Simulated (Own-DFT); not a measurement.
SiC (4H silicon carbide, atoms displaced) (calculated)

A calculation, not a measurement: plane-wave PBE density functional theory by an unreviewed code, no spin, of a simulated periodic cell, stress positive in tension, free energy of the whole cell less one offset for each atom, forces on such cells passed a denser k mesh, this cell's mesh not checked; offsets are fitted by least squares, one for each functional and potential file, so energies compare only between cells with the same atoms and settings and are not formation energies; the far tail of each file's local potential was reset to the Coulomb form; each entry is a single point on an unrelaxed cell, so the pressure reflects the starting lattice, mostly measured values (interpolated for alloys), from which strain is counted, and rises with the displacements; printed positions are rounded, which can move forces by about a meV/angstrom; the program, named Own-DFT, is a retired in-house code; no spin-orbit coupling. Program: Own-DFT development build.

Entry: SiC (4H silicon carbide, atoms displaced)

```
cell vectors (Å)
  12.3308     0.0000     0.0000
  -6.1654    10.6788     0.0000
   0.0000     0.0000    10.0681
atoms (fractions of the cell vectors)
Si  0.00542  0.00525  0.39768
Si  0.08140  0.16299  0.15940
C   0.99852  0.99363  0.09296
C   0.06793  0.16812  0.35269
Si  0.00368  0.25116  0.40060
Si  0.08840  0.41330  0.15035
C   0.00149  0.24439  0.10207
C   0.08365  0.41516  0.34189
Si  0.99981  0.49845  0.40604
Si  0.08742  0.66713  0.16313
C   0.99945  0.49256  0.08146
C   0.08566  0.67193  0.34392
Si  0.99517  0.74655  0.41036
Si  0.08570  0.91895  0.15197
C   0.00451  0.75523  0.09066
C   0.07407  0.91029  0.34606
Si  0.24481  0.00349  0.40616
Si  0.32958  0.16215  0.15903
C   0.24690  0.99843  0.09938
C   0.32633  0.15608  0.34948
Si  0.25102  0.25320  0.40876
Si  0.33749  0.41174  0.15016
C   0.25002  0.25986  0.09880
C   0.33998  0.42198  0.35061
Si  0.24913  0.50432  0.40357
Si  0.32918  0.66675  0.16746
C   0.24006  0.50384  0.09569
C   0.33256  0.66330  0.34569
Si  0.25295  0.75358  0.39417
Si  0.32572  0.90472  0.15873
C   0.25030  0.75747  0.10109
C   0.32299  0.90827  0.34424
Si  0.50574  0.00972  0.40780
Si  0.59680  0.18011  0.15227
C   0.50190  0.00233  0.09245
C   0.58307  0.16665  0.35361
Si  0.49755  0.24876  0.41270
Si  0.58240  0.40795  0.15188
C   0.48877  0.24264  0.08470
C   0.57938  0.41970  0.35541
Si  0.49811  0.49822  0.41370
Si  0.58794  0.66993  0.15757
C   0.49808  0.49755  0.09882
C   0.58194  0.67064  0.34204
Si  0.50813  0.75969  0.40173
Si  0.58530  0.91953  0.16853
C   0.50036  0.75030  0.08931
C   0.58739  0.92766  0.34560
Si  0.75621  0.99705  0.40772
Si  0.83646  0.16584  0.15519
C   0.74674  0.99517  0.09195
C   0.83703  0.17572  0.33984
Si  0.75739  0.25562  0.40263
Si  0.82886  0.41703  0.16898
C   0.74965  0.25263  0.10298
C   0.83204  0.41346  0.34333
Si  0.74869  0.50133  0.40890
Si  0.84195  0.66904  0.16190
C   0.74413  0.49996  0.08622
C   0.84090  0.67508  0.34288
Si  0.75027  0.74537  0.40950
Si  0.83148  0.91575  0.14841
C   0.75568  0.75531  0.09925
C   0.83075  0.91274  0.34859
Si  0.99742  0.00172  0.90944
Si  0.93421  0.83248  0.65483
C   0.99460  0.98988  0.60067
C   0.92014  0.83557  0.84526
Si  0.99835  0.74113  0.89210
Si  0.91887  0.58132  0.65756
C   0.99741  0.75077  0.59489
C   0.91904  0.58058  0.84802
Si  0.99959  0.50492  0.90382
Si  0.91950  0.34209  0.66372
C   0.99523  0.50847  0.60076
C   0.92260  0.33512  0.83820
Si  0.00125  0.25493  0.90399
Si  0.91850  0.07537  0.65411
C   0.99903  0.24671  0.58062
C   0.91918  0.08284  0.86187
Si  0.74776  0.99993  0.89618
Si  0.67100  0.83077  0.64815
C   0.75530  0.00088  0.58351
C   0.66648  0.83998  0.84213
Si  0.75363  0.75200  0.90894
Si  0.67640  0.58498  0.64611
C   0.74959  0.75147  0.59847
C   0.67228  0.58857  0.84193
Si  0.74130  0.49187  0.91956
Si  0.66127  0.32979  0.65135
C   0.74663  0.49653  0.57708
C   0.66407  0.32998  0.83694
Si  0.74106  0.24948  0.90501
Si  0.66494  0.07874  0.65933
C   0.73851  0.24443  0.59424
C   0.67956  0.09074  0.83689
Si  0.48882  0.99198  0.91285
Si  0.41563  0.83445  0.66887
C   0.49480  0.99506  0.58756
C   0.42012  0.83911  0.83793
Si  0.49642  0.75164  0.89702
Si  0.42365  0.59144  0.65857
C   0.50257  0.75376  0.59132
C   0.41444  0.58623  0.84967
Si  0.50304  0.50870  0.90629
Si  0.41587  0.33194  0.65044
C   0.48932  0.49296  0.59093
C   0.42952  0.34247  0.84747
Si  0.50311  0.25739  0.89766
Si  0.41881  0.08610  0.65304
C   0.50068  0.25191  0.59181
C   0.41376  0.07732  0.84290
Si  0.24795  0.99339  0.90761
Si  0.16742  0.83722  0.66702
C   0.24815  0.99309  0.58008
C   0.17635  0.84321  0.84692
Si  0.24732  0.75373  0.91073
Si  0.16872  0.58658  0.65880
C   0.24195  0.74727  0.59192
C   0.17409  0.59456  0.84358
Si  0.23592  0.49686  0.90748
Si  0.17323  0.32918  0.66104
C   0.25709  0.49617  0.59753
C   0.16177  0.32901  0.83488
Si  0.23781  0.24600  0.89998
Si  0.17066  0.09066  0.65936
C   0.24224  0.24981  0.59863
C   0.15910  0.08322  0.85053
```

| Item | Value |
| --- | --- |
| functional | PBE |
| potential files | PseudoDojo norm-conserving, scalar-relativistic, standard set |
| wave cutoff | 42 hartree |
| occupations | Fermi-Dirac |
| smearing width | 0.1 eV |
| hardware | one NVIDIA H200 |
| k mesh | 3 x 3 x 3 centred on Gamma |
| free energy of cell above offsets | -3.954 eV |
| pressure | 6.73 GPa |
| stress xx | -5.1 GPa |
| stress yy | -7.29 GPa |
| stress zz | -7.8 GPa |
| stress yz | -0.27 GPa |
| stress xz | 0.78 GPa |
| stress xy | 1.92 GPa |
| wall time | 567.3 s |

Force:
| element | x (eV/Å) | y (eV/Å) | z (eV/Å) |
| --- | --- | --- | --- |
| Si | -1.877 | -2.114 | 2.34 |
| Si | 0.223 | -0.048 | 0.189 |
| C | -0.256 | 1.603 | 0.652 |
| C | 7.269 | -2.043 | -3.115 |
| Si | -4.886 | 2.203 | 1.675 |
| Si | -3.389 | -0.989 | 1.726 |
| C | -0.64 | 1.312 | -2.393 |
| C | -0.245 | 1.15 | -0.007 |
| Si | 0.294 | 0.786 | 0.27 |
| Si | -1.787 | -0.7 | -2.221 |
| C | -0.878 | 0.993 | 3.509 |
| C | -0.402 | -1.808 | 0.795 |
| Si | 1.748 | 1.472 | -0.368 |
| Si | -0.758 | -1.416 | 1.368 |
| C | 0.777 | -1.905 | -0.438 |
| C | 1.242 | 1.53 | -0.938 |
| Si | 0.59 | -4.41 | -1.182 |
| Si | -0.473 | 0.609 | -0.409 |
| C | 1.094 | 0.017 | -1.274 |
| C | -0.224 | 4.109 | -1.144 |
| Si | -1.006 | -0.205 | -0.257 |
| Si | -2.083 | 3.674 | 2.731 |
| C | 0.387 | -4.794 | -1.612 |
| C | -1.624 | -1.538 | -1.814 |
| Si | 1.255 | -1.884 | 1.674 |
| Si | 1.466 | 0.325 | -3.086 |
| C | 3.888 | 0.277 | -1.153 |
| C | 0.042 | 2.07 | 0.491 |
| Si | -0.247 | -1.936 | 3.696 |
| Si | 0.351 | 6.237 | 1.39 |
| C | 0.916 | -4.399 | -2.294 |
| C | 1.058 | 3.887 | -0.642 |
| Si | -1.027 | -2.936 | -0.406 |
| Si | -4.316 | -4.309 | 1.747 |
| C | -0.257 | -0.257 | 1.543 |
| C | -0.163 | 2.605 | -2.398 |
| Si | 0.315 | 0.133 | -1.7 |
| Si | -2.457 | 0.925 | 1.339 |
| C | 2.28 | 1.28 | 1.183 |
| C | 1.877 | -1.356 | -2.375 |
| Si | -0.742 | 1.889 | -1.522 |
| Si | -0.927 | -0.541 | -0.59 |
| C | 1.596 | 1.152 | -1.306 |
| C | 1.351 | -0.729 | 1.012 |
| Si | -1.115 | -0.799 | 0.949 |
| Si | -0.237 | -0.434 | -3.593 |
| C | -0.734 | 0.126 | 1.177 |
| C | 0.583 | -0.966 | 1.163 |
| Si | -1.481 | 1.969 | -1.708 |
| Si | -0.803 | -0.652 | 0.199 |
| C | -0.341 | 1.356 | -0.251 |
| C | 0.826 | -1.8 | 0.35 |
| Si | -1.249 | -2.375 | 1.943 |
| Si | 1.556 | 0.574 | -4.194 |
| C | 2.4 | 1.19 | -2.773 |
| C | -0.593 | 2.368 | 1.575 |
| Si | 0.257 | -0.06 | -3.889 |
| Si | -1.249 | 0.685 | -2.136 |
| C | 1.507 | -0.053 | 5.683 |
| C | -0.95 | -3.031 | 0.768 |
| Si | -1.288 | 1.503 | -0.272 |
| Si | 0.156 | 0.861 | 2.297 |
| C | 0.247 | -2.274 | -1.153 |
| C | 1.182 | 0.26 | -1.603 |
| Si | 1.059 | -1.43 | 0.132 |
| Si | -6.582 | 1.289 | 2.375 |
| C | 1.902 | 2.433 | -1.946 |
| C | 0.608 | -0.645 | -0.582 |
| Si | -0.849 | 3.075 | 3.364 |
| Si | -3.722 | 1.392 | 0.624 |
| C | 3.919 | -2.622 | -0.319 |
| C | -2.503 | -0.796 | -1.656 |
| Si | 2.231 | -1.476 | -0.212 |
| Si | 0.048 | -2.408 | -3.434 |
| C | 4.174 | -2.48 | -2.201 |
| C | -1.721 | 0.73 | 2.727 |
| Si | 0.125 | -1.944 | 1.145 |
| Si | -1.234 | 1.709 | 0.667 |
| C | 0.165 | 0.873 | 3.423 |
| C | -1.607 | 0.829 | -3.176 |
| Si | 0.801 | 0.649 | 2.5 |
| Si | -1.931 | 1.668 | 1.518 |
| C | -0.721 | -0.543 | 3.035 |
| C | 0.886 | -2.126 | -0.965 |
| Si | -0.428 | 0.482 | -0.552 |
| Si | -2.493 | -0.517 | 1.798 |
| C | 2.982 | -1.243 | -1.597 |
| C | 0.099 | -1.049 | 0.095 |
| Si | 0.494 | 1.588 | -5.947 |
| Si | 0.97 | 0.887 | -0.322 |
| C | 1.392 | 0.33 | 5.434 |
| C | -0.18 | 1.4 | 0.856 |
| Si | 2.832 | 0.109 | 0.295 |
| Si | 0.005 | 0.34 | -2.43 |
| C | 2.09 | 1.245 | -0.404 |
| C | -2.49 | -0.922 | 1.722 |
| Si | 2.014 | 2.322 | -0.867 |
| Si | -0.617 | -0.391 | -5.953 |
| C | 0.605 | 0.823 | 2.135 |
| C | -1.085 | -1.381 | 3.894 |
| Si | 1.158 | 0.52 | 2.167 |
| Si | -0.543 | -1.456 | -0.203 |
| C | -0.109 | 0.177 | 0.29 |
| C | -0.387 | -0.752 | -0.941 |
| Si | 0.503 | -0.496 | 0.349 |
| Si | -0.465 | 0.424 | 1.939 |
| C | 1.956 | 2.017 | 1.573 |
| C | -3.366 | -0.733 | -1.853 |
| Si | -0.223 | -2.875 | 1.129 |
| Si | -0.181 | -1.766 | -0.05 |
| C | -1.177 | -0.836 | 0.973 |
| C | -0.69 | 1.523 | -0.322 |
| Si | -1.076 | 4.397 | 1.535 |
| Si | 1.072 | -0.607 | -3.384 |
| C | -0.58 | 2.026 | 4.393 |
| C | -1.467 | -3.807 | -0.615 |
| Si | 1.822 | 0.141 | 0.086 |
| Si | 0.562 | -0.47 | -1.004 |
| C | 1.235 | 0.856 | 0.303 |
| C | -1.57 | -1.311 | 0.328 |
| Si | 2.539 | 1.025 | -0.067 |
| Si | -4.755 | 2.142 | -2.64 |
| C | -2.129 | 1.052 | -0.367 |
| C | -0.4 | 1.338 | 2.92 |
| Si | 2.894 | 1.487 | 2.077 |
| Si | -0.43 | -3.099 | -0.266 |
| C | 4.227 | -1.088 | -1.628 |
| C | 2.32 | -0.394 | -1.118 |
